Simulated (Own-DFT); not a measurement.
# How HSE06 shifts the pressure of monoclinic HfO2, 94 atoms (Hf32O62), with two O vacancies

Calculated, not measured. Each geometry was run twice at fixed positions with Own-DFT, a retired in-house plane-wave program that no person has reviewed: with PBE, and with HSE06 (exact exchange share 0.25 at short range, screening 0.11 per bohr, Gygi-Baldereschi treatment of its divergence). Both used PseudoDojo norm-conserving files made for PBE, a cutoff of 48 hartree, the Gamma point alone, fixed occupations, a neutral cell and no spin. With Gamma alone and a thickness of 10.1 Å, finite-size errors remain in every number. The hafnium file keeps the 4f electrons in the core, and its forces lie about 75 meV/Å off all-electron values. The oxygen file's force components were 24 meV/Å off all-electron values in a glass.

Unstrained cell vectors in Å: (10.234, 0.000, 0.000); (0.000, 10.350, 0.000); (-1.696, 0.000, 10.445), volume V0 = 1106.4 Å³, from measured lattice constants. Each geometry has its own random strain of a few per cent, its own defect sites and random moves of rms u per axis. HSE06 gave the energy alone. D is its energy less that of PBE, over the lowest D shown. The PBE stress wasn't checked against mesh or cutoff.

| run | V - V0 (Å³) | u (Å) | P with PBE (GPa) | D (eV) |
|---|---|---|---|---|
| 1 | -14.6 | 0.0506 | 8.96 | 0.384 |
| 2 | -27.5 | 0.0505 | 12.52 | 0.060 |
| 3 | -17.3 | 0.0285 | 7.26 | 0.046 |
| 4 | -8.2 | 0.0526 | 8.25 | 0.534 |
| 5 | -12.6 | 0.0282 | 6.38 | 0.270 |
| 6 | -4.2 | 0.0295 | 4.03 | 0.472 |
| 7 | -27.2 | 0.0497 | 12.02 | 0.156 |
| 8 | 33.6 | 0.0302 | -2.52 | 1.359 |
| 9 | -19.5 | 0.0290 | 9.02 | 0.000 |
| 10 | -2.2 | 0.0287 | 4.38 | 0.464 |
| 11 | 12.4 | 0.0483 | 1.62 | 1.147 |
| 12 | -8.3 | 0.0515 | 7.16 | 0.565 |
| 13 | -9.3 | 0.0282 | 5.82 | 0.318 |
| 14 | -14.1 | 0.0281 | 7.50 | ? |

## Working it out

D = 0.42 + 0.0253 (V - V0) + 141 u² eV, with an error of 0.0010 on the volume slope, 18 on the last term and a scatter of 0.06 eV. Pressure is -dE/dV, and 1 eV/Å³ is 160.2 GPa, so HSE06 changes the pressure by -4.1 ± 0.2 GPa. With the ions held to the strained lattice, the PBE pressure falls by 249 ± 14 GPa per unit of volume strain; the shape of the strain isn't fitted, so the true error is larger, and a relaxed crystal would be softer. On that slope HSE06's volume at a given pressure is about 1.6 % smaller, or 0.5 % in lengths. At u = 0 and V0 the PBE pressure is 3.0 GPa, which puts the zero-pressure volume, against the measured cell and with the defects in, at +1.2 % for PBE and -0.4 % for HSE06, each good to a few tenths of a per cent.

## Check

Asked: what D should run 14 give?

The fitted form gives 0.17 eV, with rows scattering by 0.06. The calculation gave 0.218 eV.
